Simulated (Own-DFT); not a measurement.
# Computed records: Si3N4 (beta silicon nitride, strained, atoms displaced)

Computed with Own-DFT development build. A calculation, not a measurement: plane-wave PBE density functional theory by an unreviewed code, no spin, of a simulated periodic cell, stress positive in tension, free energy of the whole cell less one offset for each atom, forces on such cells passed a denser k mesh, this cell's mesh not checked; offsets are fitted by least squares, one for each functional and potential file, so energies compare only between cells with the same atoms and settings and are not formation energies; the far tail of each file's local potential was reset to the Coulomb form; each entry is a single point on an unrelaxed cell, so the pressure reflects the starting lattice, mostly measured values (interpolated for alloys), from which strain is counted, and rises with the displacements; printed positions are rounded, which can move forces by about a meV/angstrom; the program, named Own-DFT, is a retired in-house code; no spin-orbit coupling.

```cif
# cell vector a (Å): 7.6308 -0.0492 0.0928
# cell vector b (Å): -3.8581 6.5483 -0.0216
# cell vector c (Å): 0.1065 0.0329 8.7378
data_Si3N4
_symmetry_space_group_name_H-M 'P 1'
_symmetry_Int_Tables_number 1
_cell_length_a 7.6315
_cell_length_b 7.6004
_cell_length_c 8.7385
_cell_angle_alpha 90.331
_cell_angle_beta 88.606
_cell_angle_gamma 120.875
_cell_volume 434.89
loop_
_atom_site_label
_atom_site_type_symbol
_atom_site_fract_x
_atom_site_fract_y
_atom_site_fract_z
_atom_site_occupancy
Si1 Si 0.17184 0.75641 0.09026 1
Si2 Si 0.21946 0.40780 0.08295 1
Si3 Si 0.59593 0.82232 0.08966 1
Si4 Si 0.82960 0.22813 0.25389 1
Si5 Si 0.75955 0.59672 0.24447 1
Si6 Si 0.40055 0.18435 0.25349 1
N1 N 0.33449 0.03037 0.09420 1
N2 N 0.97603 0.30440 0.08614 1
N3 N 0.70964 0.66594 0.08072 1
N4 N 0.66856 0.97101 0.25348 1
N5 N 0.03351 0.70092 0.24986 1
N6 N 0.30299 0.32344 0.24323 1
N7 N 0.32073 0.66918 0.08705 1
N8 N 0.65905 0.32434 0.25065 1
Si7 Si 0.17611 0.76027 0.41701 1
Si8 Si 0.22913 0.40719 0.42137 1
Si9 Si 0.59446 0.83302 0.42196 1
Si10 Si 0.83263 0.22418 0.57917 1
Si11 Si 0.76333 0.59187 0.58401 1
Si12 Si 0.40132 0.17104 0.57177 1
N9 N 0.33648 0.03701 0.42015 1
N10 N 0.97009 0.29572 0.40914 1
N11 N 0.68417 0.66405 0.41582 1
N12 N 0.66594 0.96997 0.58473 1
N13 N 0.03331 0.70844 0.58451 1
N14 N 0.30738 0.34486 0.58555 1
N15 N 0.32948 0.66228 0.41858 1
N16 N 0.66729 0.33998 0.58531 1
Si13 Si 0.16462 0.77661 0.75109 1
Si14 Si 0.22771 0.40778 0.75103 1
Si15 Si 0.60682 0.83127 0.76047 1
Si16 Si 0.82972 0.22925 0.91565 1
Si17 Si 0.76578 0.60014 0.91663 1
Si18 Si 0.40589 0.16920 0.92408 1
N17 N 0.33173 0.01912 0.74468 1
N18 N 0.96982 0.30092 0.74131 1
N19 N 0.71040 0.66983 0.75666 1
N20 N 0.67071 0.97165 0.92188 1
N21 N 0.03092 0.69486 0.91924 1
N22 N 0.28752 0.33099 0.91280 1
N23 N 0.32838 0.66645 0.74637 1
N24 N 0.67561 0.33273 0.92189 1
_calc_functional 'PBE'
_calc_potential_files 'PseudoDojo norm-conserving, scalar-relativistic, standard set'
_calc_wave_cutoff 42  # hartree
_calc_occupations 'Fermi-Dirac'
_calc_smearing_width 0.1  # eV
_calc_k_mesh '3 x 3 x 3 centred on Gamma'
_calc_free_energy_of_cell_above_offsets '-3.328'  # eV
_calc_pressure 9.36  # GPa
_calc_stress_xx -6.64  # GPa
_calc_stress_yy -11.75  # GPa
_calc_stress_zz -9.7  # GPa
_calc_stress_yz -0.06  # GPa
_calc_stress_xz 2.6  # GPa
_calc_stress_xy -1.53  # GPa
```

Force:
| element | x (eV/Å) | y (eV/Å) | z (eV/Å) |
| --- | --- | --- | --- |
| Si | -3.51 | 3.671 | -2.446 |
| Si | 4.486 | 0.292 | -0.091 |
| Si | -1.149 | -0.19 | -0.293 |
| Si | -2.974 | 1.224 | -2.019 |
| Si | 2.994 | -2.164 | 3.17 |
| Si | 4.003 | -3.498 | -0.419 |
| N | -0.479 | -1.036 | -1.538 |
| N | -3.525 | -2.112 | -0.605 |
| N | -4.266 | 2.571 | 0.809 |
| N | 0.437 | -1.222 | -0.394 |
| N | -2.177 | -1.073 | 2.273 |
| N | -5.559 | 3.952 | 0.855 |
| N | 6.611 | -1.372 | 0.15 |
| N | 1.603 | 2.247 | 0.166 |
| Si | -1.684 | 1.666 | -0.104 |
| Si | 2.013 | -0.718 | -1.263 |
| Si | -0.161 | -2.025 | -0.471 |
| Si | -3.044 | 2.092 | 0.572 |
| Si | 0.776 | 0.843 | -0.96 |
| Si | 0.494 | 2.647 | 5.15 |
| N | -0.479 | -3.241 | -3.198 |
| N | 0.727 | 0.225 | 1.693 |
| N | 0.928 | 0.47 | 0.268 |
| N | 0.727 | -0.443 | 1.164 |
| N | -1.432 | -0.892 | -0.736 |
| N | 0.813 | -1.74 | -1.05 |
| N | 0.594 | 1.244 | -0.362 |
| N | 1.34 | -2.465 | -0.4 |
| Si | 2.422 | -3.11 | -0.029 |
| Si | 0.51 | 1.079 | -0.573 |
| Si | -2.46 | -2.274 | -2.166 |
| Si | -0.537 | 1.898 | 0.314 |
| Si | 4.327 | -2.899 | -0.196 |
| Si | -0.281 | 0.445 | -1.461 |
| N | -0.257 | 5.047 | 0.963 |
| N | -0.3 | -0.829 | 1.222 |
| N | -2.533 | 1.899 | -1.672 |
| N | 0.635 | -0.823 | 0.892 |
| N | -0.876 | 0.163 | 0.974 |
| N | 2.187 | -1.158 | 1.443 |
| N | 0.884 | 1.399 | 0.719 |
| N | -1.827 | 0.212 | -0.349 |
